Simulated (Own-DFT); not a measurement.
# Device materials side by side: how hard are they to compress?

Source: density functional calculations with Own-DFT, an unreviewed in-house program that is no longer used. Nothing was measured or relaxed, and spin and spin-orbit coupling are left out.

Known weak points (not all hold for every row): forces on such cells moved up to 12 meV/angstrom on a denser k mesh; forces not confirmed at this smearing and k mesh; k mesh not checked against a denser one; forces on such cells passed a denser k mesh, each cell not checked; stress not checked against mesh or cutoff.

All runs are PBE with PseudoDojo norm-conserving files; cutoff and k mesh are each material's own. Every cell starts from measured lattice constants and was given uniform random strains and small random moves of its atoms. Each triple is the change of volume in per cent, the rms move u in Å and the pressure in GPa.

- 3C SiC (C32Si32), 10.36 Å³/atom unstrained: (-3.45, 0.050, 14.03); (-1.21, 0.049, 8.12); (-0.77, 0.048, 7.49); (-0.57, 0.049, 6.82); (-0.02, 0.051, 5.69); (0.25, 0.048, 4.61); (1.67, 0.051, 2.30)
- wurtzite AlN (Al36N36), 10.45 Å³/atom unstrained: withheld
- wurtzite GaN (Ga48N48), 11.42 Å³/atom unstrained: (-1.27, 0.052, 10.63); (-0.13, 0.049, 7.92); (0.62, 0.052, 6.60); (1.04, 0.052, 5.65); (1.31, 0.049, 5.61); (1.91, 0.047, 3.96); (3.95, 0.051, 0.57)
- diamond silicon (Si64), 20.02 Å³/atom unstrained: (-2.38, 0.048, 5.04); (-1.24, 0.050, 3.69); (-1.03, 0.046, 3.70); (-0.69, 0.049, 3.52); (1.28, 0.049, 1.39); (2.01, 0.049, 0.81); (2.54, 0.049, 0.11)
- zincblende InP (In48P48), 25.27 Å³/atom unstrained: (-3.92, 0.052, 6.96); (-2.38, 0.050, 5.46); (-2.11, 0.052, 5.36); (-1.96, 0.049, 5.47); (0.40, 0.055, 3.65); (0.47, 0.049, 3.18); (1.59, 0.048, 2.48)
- grey tin (Sn64), 34.15 Å³/atom unstrained: (-3.18, 0.053, 5.62); (-2.54, 0.048, 5.07); (-1.60, 0.046, 4.49); (-1.54, 0.048, 4.60); (0.75, 0.052, 3.26); (1.66, 0.048, 2.85); (1.69, 0.048, 2.90)

## Working it out

Fit a line to each set against the fractional change of volume; B is minus its slope, and u is nearly the same within a set. To take it to zero pressure, assume that B rises by 4 GPa for each GPa: B0 = B - 4 x (mean pressure). The bond length of an ideal tetrahedral crystal with the unstrained volume v is d = (√3/4)(8 v)^(1/3). Cohen's empirical rule reads B0 = (1971 - 220 L) d^(-3.5) GPa, with L = 0 for group IV crystals and SiC and 1 for III-V compounds.

```
material,L,d (Å),B (GPa),mean P (GPa),B0 (GPa),rule (GPa)
3C SiC (C32Si32),0,1.888,233 ± 10,7.0,205 ± 10,213
wurtzite AlN (Al36N36),1,1.893,?,?,?,188
wurtzite GaN (Ga48N48),1,1.950,191 ± 7,5.8,167 ± 7,169
diamond silicon (Si64),0,2.352,98 ± 3,2.6,88 ± 3,99
zincblende InP (In48P48),1,2.541,80 ± 4,4.7,61 ± 4,67
grey tin (Sn64),0,2.810,55 ± 2,4.1,38 ± 2,53
```

A line through ln[B0/(1971 - 220 L)] against ln d has a slope of -4.1 ± 0.2 and a scatter of 8 %. Against the rule, B0 stands at 96 % for 3C SiC, 99 % for wurtzite GaN, 89 % for diamond silicon, 92 % for zincblende InP, 72 % for grey tin. PBE tends to make silicon and heavier crystals too soft, and the rule itself is only a guide.

## Withheld run

The question: what B0 does the fitted trend give for wurtzite AlN (Al36N36)?

The line gives 187 GPa. Its own runs give B = 227 ± 6 GPa at a mean pressure of 7.0 GPa, so B0 = 199 GPa.
